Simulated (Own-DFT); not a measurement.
Simulation results for SiC (4H silicon carbide, strained, atoms displaced)

A calculation, not a measurement: plane-wave PBE density functional theory by an unreviewed code, no spin, of a simulated periodic cell, stress positive in tension, free energy of the whole cell less one offset for each atom, forces on such cells passed a denser k mesh, this cell's mesh not checked; offsets are fitted by least squares, one for each functional and potential file, so energies compare only between cells with the same atoms and settings and are not formation energies; the far tail of each file's local potential was reset to the Coulomb form; each entry is a single point on an unrelaxed cell, so the pressure reflects the starting lattice, mostly measured values (interpolated for alloys), from which strain is counted, and rises with the displacements; printed positions are rounded, which can move forces by about a meV/angstrom; the program, named Own-DFT, is a retired in-house code; no spin-orbit coupling. Program: Own-DFT development build.

Common to all runs: functional PBE; potential files PseudoDojo norm-conserving, scalar-relativistic, standard set; wave cutoff 42 hartree; occupations Fermi-Dirac; smearing width 0.1 eV; hardware one NVIDIA H100; k mesh 5 x 5 x 3 centred on Gamma.

(1) SiC (4H silicon carbide, strained, atoms displaced)

```
CELL_PARAMETERS angstrom
6.14460 -0.03080 -0.09600
-3.09900 5.32620 0.08470
-0.15670 0.06930 10.08170
ATOMIC_POSITIONS crystal
Si 0.00516 0.00279 0.40672
Si 0.15097 0.31860 0.15581
C 0.99664 0.00309 0.08978
C 0.16613 0.34131 0.34280
Si 0.00650 0.49799 0.39978
Si 0.17533 0.83506 0.15284
C 0.00008 0.49931 0.09067
C 0.16253 0.84076 0.34885
Si 0.50099 0.00493 0.41349
Si 0.65194 0.32078 0.15621
C 0.50304 0.99597 0.09060
C 0.65206 0.32048 0.33998
Si 0.50052 0.51187 0.41121
Si 0.65396 0.82780 0.15629
C 0.49086 0.48802 0.10144
C 0.66763 0.82676 0.35050
Si 0.00677 0.99675 0.90465
Si 0.83387 0.67175 0.65829
C 0.02501 0.00944 0.59995
C 0.83616 0.67551 0.83776
Si 0.00194 0.51158 0.91034
Si 0.83464 0.16517 0.65883
C 0.99211 0.49574 0.59123
C 0.82719 0.17594 0.84381
Si 0.49648 0.00350 0.91257
Si 0.33040 0.65381 0.66419
C 0.48518 0.99707 0.58763
C 0.34834 0.67739 0.84599
Si 0.48914 0.48842 0.90408
Si 0.32968 0.14810 0.66116
C 0.48764 0.49634 0.59041
C 0.33693 0.17168 0.83642
```

- free energy of cell above offsets: -2.903 eV
- pressure: 6.61 GPa
- stress xx: -4.69 GPa
- stress yy: -7.03 GPa
- stress zz: -8.1 GPa
- stress yz: 1.57 GPa
- stress xz: -4.88 GPa
- stress xy: -1.2 GPa
- wall time: 125.7 s

Force:
```csv
element,x (eV/Å),y (eV/Å),z (eV/Å)
Si,-0.394,0.519,0.907
Si,0.598,1.546,0.338
C,0.459,-1.707,0.284
C,0.668,-1.065,-0.344
Si,-2.317,0.377,1.281
Si,-1.698,-0.397,1.442
C,-0.833,0.027,1.177
C,1.436,-0.852,-1.779
Si,0.033,-1.003,-2.108
Si,1.152,1.146,0.457
C,-1.138,0.295,0.92
C,0.648,1.663,0.924
Si,0.733,-2.49,-1.095
Si,2.136,-0.738,0.8
C,-0.638,0.468,-2.049
C,-0.956,2.238,-1.211
Si,-2.106,1.16,-0.417
Si,0.25,-0.874,-1.982
C,-4.263,-1.787,-1.625
C,-0.244,-0.941,2.067
Si,0.534,-0.911,-1.82
Si,-0.532,0.07,-0.745
C,0.38,0.204,0.411
C,1.117,-0.31,0.802
Si,1.389,0.24,-2.405
Si,-1.143,0.997,-2.279
C,2.364,-0.765,3.11
C,-1.443,-0.739,0.729
Si,1.039,1.75,1.121
Si,1.487,2.928,-1.774
C,1.33,-0.024,2.042
C,-0.048,-1.022,2.82
```

(2) SiC (4H silicon carbide, strained, atoms displaced)

```
CELL_PARAMETERS angstrom
6.17300 -0.07420 0.07100
-3.15080 5.34470 -0.06640
0.11590 -0.05830 9.91840
ATOMIC_POSITIONS crystal
Si 0.02104 0.00616 0.40432
Si 0.16534 0.33042 0.15114
C 0.00890 0.00758 0.10069
C 0.16412 0.33589 0.35217
Si 0.00317 0.49048 0.39714
Si 0.17377 0.83457 0.15659
C 0.99817 0.50003 0.09639
C 0.14612 0.82039 0.33639
Si 0.48772 0.99888 0.39851
Si 0.65478 0.30587 0.15750
C 0.48766 0.99772 0.09138
C 0.66344 0.34022 0.34069
Si 0.49403 0.50480 0.40192
Si 0.65278 0.82545 0.16223
C 0.51584 0.50487 0.09458
C 0.66436 0.82374 0.34030
Si 0.98117 0.98538 0.90815
Si 0.83005 0.65729 0.65709
C 0.02011 0.01448 0.59144
C 0.82168 0.66382 0.84511
Si 0.98849 0.49643 0.90568
Si 0.82233 0.14741 0.65044
C 0.98722 0.49784 0.59401
C 0.81842 0.14877 0.84429
Si 0.50602 0.99800 0.90290
Si 0.32311 0.66002 0.65950
C 0.49058 0.99491 0.59123
C 0.31187 0.64655 0.84891
Si 0.49755 0.50583 0.90577
Si 0.34326 0.18234 0.64770
C 0.49511 0.49910 0.58699
C 0.33427 0.16013 0.84969
```

- free energy of cell above offsets: -2.415 eV
- pressure: 9.58 GPa
- stress xx: -6.14 GPa
- stress yy: -9.3 GPa
- stress zz: -13.3 GPa
- stress yz: -2.25 GPa
- stress xz: 5.15 GPa
- stress xy: -5.22 GPa
- wall time: 117.5 s

Force:
```csv
element,x (eV/Å),y (eV/Å),z (eV/Å)
Si,-2.887,-0.927,0.208
Si,0.452,1.596,0.802
C,-1.131,-2.043,-1.201
C,1.261,-0.992,-2.669
Si,-2.896,0.939,2.149
Si,-2.641,-0.884,-1.258
C,0.157,-0.947,-0.561
C,2.301,0.603,1.481
Si,1.197,-0.423,0.938
Si,-0.366,4.115,-0.579
C,2.47,-1.513,-0.261
C,0.224,-1.561,0.835
Si,1.15,-0.145,0.296
Si,1.518,0.926,-1.993
C,-1.227,-1.149,-0.098
C,-0.699,2.179,2.028
Si,1.724,2.045,0.436
Si,-0.812,1.62,-0.841
C,-1.521,-2.221,0.018
C,1.112,-0.504,-0.539
Si,-0.657,-1.08,0.674
Si,0.067,1.555,0.261
C,1.442,-1.116,-0.606
C,1.803,1.486,-0.876
Si,-3.139,-1.315,0.451
Si,-0.305,0.001,-0.895
C,0.307,-0.351,-0.451
C,1.345,1.805,-0.914
Si,-0.43,-2.282,0.81
Si,0.648,-1.606,2.701
C,0.275,1.722,1.027
C,-0.741,0.463,-1.374
```

(3) SiC (4H silicon carbide, strained, atoms displaced)

```
CELL_PARAMETERS angstrom
6.06860 -0.10730 -0.03490
-3.12720 5.46860 -0.04960
-0.05690 -0.12630 10.11820
ATOMIC_POSITIONS crystal
Si 0.98664 0.99945 0.41263
Si 0.15878 0.33622 0.16097
C 0.00463 0.98923 0.09099
C 0.17052 0.32771 0.34610
Si 0.00811 0.51398 0.39892
Si 0.14712 0.83508 0.16272
C 0.97919 0.50520 0.08519
C 0.15310 0.82635 0.34648
Si 0.48721 0.99013 0.40977
Si 0.67445 0.32383 0.15396
C 0.51497 0.00406 0.09451
C 0.68404 0.34582 0.35199
Si 0.50060 0.49989 0.40913
Si 0.67245 0.84965 0.14993
C 0.50622 0.49360 0.08522
C 0.65827 0.83321 0.33468
Si 0.02318 0.01134 0.90028
Si 0.82540 0.66381 0.65654
C 0.99468 0.98193 0.58722
C 0.82216 0.66454 0.84944
Si 0.98206 0.48229 0.90403
Si 0.82877 0.15332 0.66066
C 0.02886 0.50829 0.59270
C 0.84078 0.15855 0.84594
Si 0.49560 0.99947 0.90281
Si 0.34644 0.65317 0.64511
C 0.48469 0.99959 0.59669
C 0.34315 0.66917 0.84559
Si 0.50230 0.49573 0.91631
Si 0.32898 0.16585 0.65700
C 0.48705 0.48340 0.59105
C 0.35466 0.18406 0.84891
```

* free energy of cell above offsets: -0.995 eV
* pressure: 5.65 GPa
* stress xx: -12.77 GPa
* stress yy: 0.24 GPa
* stress zz: -4.43 GPa
* stress yz: -3.63 GPa
* stress xz: -2.95 GPa
* stress xy: -6.73 GPa
* wall time: 124 s

Force:
```csv
element,x (eV/Å),y (eV/Å),z (eV/Å)
Si,0.576,-0.025,-2.698
Si,1.419,-0.119,-1.882
C,-1.873,2.863,-0.471
C,-1.331,0.129,-0.235
Si,1.811,-1.652,2.76
Si,3.04,-0.823,-1.072
C,3.359,0.273,1.617
C,-0.377,1.701,-0.561
Si,0.898,1.865,-0.644
Si,-2.896,0.742,1.502
C,-2.725,-0.459,-0.762
C,-2.5,-2.438,-1.738
Si,1.019,0.222,-1.814
Si,1.208,-2.966,0.073
C,-1.396,0.25,4.97
C,-0.226,-0.384,2.111
Si,-1.273,-1.992,1.76
Si,2.221,-1.017,0.606
C,-1.405,0.791,2.718
C,2.016,0.77,-1.848
Si,1.309,2.528,-0.949
Si,0.089,1.55,-1.44
C,-4.071,-2.183,-0.687
C,-0.684,0.073,-0.478
Si,1.517,-1.072,0.928
Si,-1.641,2.764,3.856
C,2.278,-0.788,-0.451
C,-0.864,-1.023,-0.518
Si,-1.437,2.076,-2.827
Si,0.241,-0.442,0.525
C,2.026,0.267,-0.309
C,-0.331,-1.48,-2.042
```

(4) SiC (4H silicon carbide, strained, atoms displaced)

```
CELL_PARAMETERS angstrom
6.09360 0.07050 0.04490
-2.98580 5.27490 0.01100
0.07340 0.06310 9.87230
ATOMIC_POSITIONS crystal
Si 0.01857 0.01685 0.39829
Si 0.16003 0.31247 0.15453
C 0.99678 0.00510 0.10149
C 0.15816 0.31977 0.35165
Si 0.99782 0.49568 0.40558
Si 0.16819 0.83115 0.16317
C 0.00123 0.49460 0.09888
C 0.17857 0.84074 0.34889
Si 0.50317 0.00629 0.40819
Si 0.67350 0.33072 0.16649
C 0.48785 0.96880 0.09350
C 0.65657 0.32264 0.34438
Si 0.49832 0.50927 0.41115
Si 0.68763 0.84158 0.15347
C 0.50042 0.50092 0.08405
C 0.66005 0.83516 0.34383
Si 0.99668 0.00865 0.90021
Si 0.84600 0.67724 0.65725
C 0.99746 0.99438 0.59291
C 0.83682 0.66917 0.84827
Si 0.99376 0.49466 0.90145
Si 0.84173 0.15735 0.66016
C 0.01042 0.50318 0.58583
C 0.82661 0.16087 0.83249
Si 0.49469 0.99882 0.90396
Si 0.33190 0.67132 0.66181
C 0.51369 0.01286 0.59006
C 0.32749 0.65961 0.84387
Si 0.49221 0.49618 0.90948
Si 0.33917 0.16234 0.64761
C 0.48461 0.48435 0.59492
C 0.33771 0.16957 0.84959
```

- free energy of cell above offsets: -1.300 eV
- pressure: 15.13 GPa
- stress xx: -11.56 GPa
- stress yy: -12.79 GPa
- stress zz: -21.04 GPa
- stress yz: 3.36 GPa
- stress xz: 3 GPa
- stress xy: 5.84 GPa
- wall time: 123.2 s

Force:
```csv
element,x (eV/Å),y (eV/Å),z (eV/Å)
Si,-1.743,-5.071,2.665
Si,0.449,4.368,1.262
C,2.569,-1.493,-2.934
C,0.74,4.574,-2.662
Si,-0.509,0.409,-0.715
Si,0.414,-0.707,-1.228
C,-0.375,-0.175,-0.681
C,-0.543,-1.155,-0.42
Si,0.442,-1.092,-0.526
Si,-1.268,-0.825,-3.849
C,0.173,3.107,-0.238
C,0.166,2.481,1.65
Si,0.273,-0.871,-0.993
Si,-3.602,-3.095,1.091
C,0.928,-0.68,4.487
C,1.956,0.153,-0.074
Si,1.537,-1.051,1.376
Si,-0.744,-2.563,-0.419
C,1.373,0.654,-0.789
C,-0.986,0.291,-0.704
Si,0.297,0.09,1.519
Si,-1.463,1.807,-4.254
C,-0.684,-0.335,2.772
C,-0.528,0.691,4.31
Si,0.456,-0.971,0.99
Si,0.574,-0.449,-2.324
C,0.852,-1.681,1.445
C,-0.431,0.734,0.503
Si,1.175,0.387,-2.308
Si,-1.363,-0.078,2.286
C,1.021,2.866,0.544
C,-1.153,-0.319,-1.783
```

(5) SiC (4H silicon carbide, strained, atoms displaced)

```
CELL_PARAMETERS angstrom
6.27590 0.05480 -0.08620
-3.09050 5.37220 0.12380
-0.14080 0.15220 10.14460
ATOMIC_POSITIONS crystal
Si 0.00337 0.00761 0.40095
Si 0.17450 0.32405 0.15228
C 0.99696 0.00000 0.09370
C 0.16875 0.33061 0.34324
Si 0.00033 0.48734 0.39693
Si 0.16586 0.84294 0.15480
C 0.00596 0.50113 0.08865
C 0.16518 0.85354 0.34673
Si 0.51559 0.00347 0.40789
Si 0.65604 0.32296 0.16141
C 0.49044 0.99884 0.08985
C 0.67007 0.33942 0.34525
Si 0.49021 0.49152 0.40784
Si 0.66807 0.83730 0.15603
C 0.50686 0.49912 0.09506
C 0.66402 0.83568 0.34350
Si 0.99447 0.99391 0.90083
Si 0.82663 0.65439 0.65428
C 0.99187 0.99223 0.59776
C 0.82608 0.64770 0.84667
Si 0.98671 0.50010 0.90737
Si 0.82541 0.16650 0.65553
C 0.00255 0.50317 0.59479
C 0.84552 0.15997 0.84687
Si 0.47259 0.97382 0.90257
Si 0.34024 0.67332 0.65947
C 0.50615 0.00670 0.59174
C 0.33608 0.67556 0.84532
Si 0.49032 0.50613 0.90286
Si 0.34754 0.18099 0.65737
C 0.51364 0.50087 0.58582
C 0.32479 0.15310 0.83646
```

- free energy of cell above offsets: -2.613 eV
- pressure: -2.31 GPa
- stress xx: 3.76 GPa
- stress yy: 2.96 GPa
- stress zz: 0.21 GPa
- stress yz: 4.22 GPa
- stress xz: -5.27 GPa
- stress xy: 5.23 GPa
- wall time: 118.8 s

Force:
```csv
element,x (eV/Å),y (eV/Å),z (eV/Å)
Si,-0.773,-1.476,2.379
Si,-1.225,1.452,-0.075
C,-0.156,-0.121,-0.887
C,-0.079,0.632,-0.799
Si,-0.967,2.649,1.67
Si,0.748,-1.498,0.689
C,-0.417,-0.159,1.909
C,2.555,-1.962,-1.035
Si,-2.189,-0.133,-0.427
Si,1.449,0.752,-1.72
C,0.416,-0.216,0.398
C,0.051,-0.72,-0.02
Si,1.061,1.176,-1.411
Si,-0.505,-0.464,-0.232
C,-0.975,0.281,-0.536
C,0.608,-0.417,-0.187
Si,1.272,-0.83,0.654
Si,1.088,1.579,0.123
C,0.384,1.169,-1.03
C,-2.636,1.726,-1.342
Si,2.513,-2.218,0.224
Si,2.055,0.01,0.629
C,0.73,-0.439,-0.697
C,-3.478,0.927,-0.925
Si,1.802,4.571,1.378
Si,-0.489,-0.456,-1.441
C,-0.438,-0.391,0.628
C,-0.961,-2.859,-1.181
Si,2.175,-1.845,1.079
Si,-1.323,-2.284,-1.525
C,-1.867,0.194,2.05
C,-0.427,1.371,1.659
```

(6) SiC (4H silicon carbide, strained, atoms displaced)

```
CELL_PARAMETERS angstrom
6.09480 0.00210 -0.08590
-3.04550 5.38000 0.04540
-0.14020 0.00460 10.14070
ATOMIC_POSITIONS crystal
Si 0.99642 0.00887 0.40569
Si 0.16506 0.32740 0.15675
C 0.99782 0.01133 0.09252
C 0.17283 0.33252 0.34050
Si 0.98444 0.50053 0.41011
Si 0.16807 0.83249 0.16133
C 0.00457 0.49864 0.09314
C 0.15481 0.82606 0.34005
Si 0.49597 0.99411 0.40053
Si 0.68789 0.34290 0.16229
C 0.48813 0.98419 0.09071
C 0.65229 0.34481 0.33911
Si 0.50138 0.50325 0.40635
Si 0.65521 0.83002 0.16078
C 0.49036 0.49839 0.09118
C 0.66145 0.84146 0.33746
Si 0.99736 0.01833 0.91351
Si 0.84266 0.67976 0.65665
C 0.99774 0.99195 0.58726
C 0.82984 0.66158 0.84419
Si 0.99791 0.51292 0.90617
Si 0.84912 0.18470 0.65418
C 0.00886 0.49754 0.58501
C 0.81739 0.16870 0.84069
Si 0.49292 0.99017 0.90423
Si 0.31531 0.65356 0.64866
C 0.49306 0.00988 0.59289
C 0.32899 0.65984 0.84080
Si 0.49715 0.50909 0.90230
Si 0.34900 0.17807 0.65742
C 0.49278 0.48537 0.59962
C 0.32952 0.16114 0.83970
```

* free energy of cell above offsets: -2.636 eV
* pressure: 4.55 GPa
* stress xx: -8.97 GPa
* stress yy: -0.38 GPa
* stress zz: -4.31 GPa
* stress yz: 1.1 GPa
* stress xz: -4.32 GPa
* stress xy: 0.7 GPa
* wall time: 115.7 s

Force:
```csv
element,x (eV/Å),y (eV/Å),z (eV/Å)
Si,0.932,-0.606,-0.785
Si,0.326,0.972,-0.243
C,0.226,-1.887,1.298
C,-1.849,0.363,1.053
Si,1.449,-0.213,-2.895
Si,-0.891,-0.073,-2.017
C,-0.386,0.774,0.142
C,-0.117,0.462,1.516
Si,-1.675,1.31,1.24
Si,-2.596,-1.052,-2.738
C,0.077,1.937,0.627
C,2.444,-1.576,1.343
Si,-1.32,0.495,0.614
Si,0.962,-0.386,-2.627
C,1.65,0.224,0.311
C,0.839,-0.743,2.159
Si,0.922,-1.173,-2.231
Si,-0.506,-1.46,0.333
C,-0.289,1.838,1.007
C,-1.158,2.355,-0.307
Si,1.148,-1.825,0.443
Si,-0.991,-3.002,0.17
C,-2.905,0.077,1.278
C,1.405,0.938,0.306
Si,-0.722,0.537,-0.026
Si,3.055,2.854,1.68
C,2.451,-1.414,-1.19
C,-1.569,0.702,-0.886
Si,1.419,-2.061,0.884
Si,-1.7,-2.581,0.332
C,0.229,3.437,-2.046
C,-0.863,0.775,1.252
```
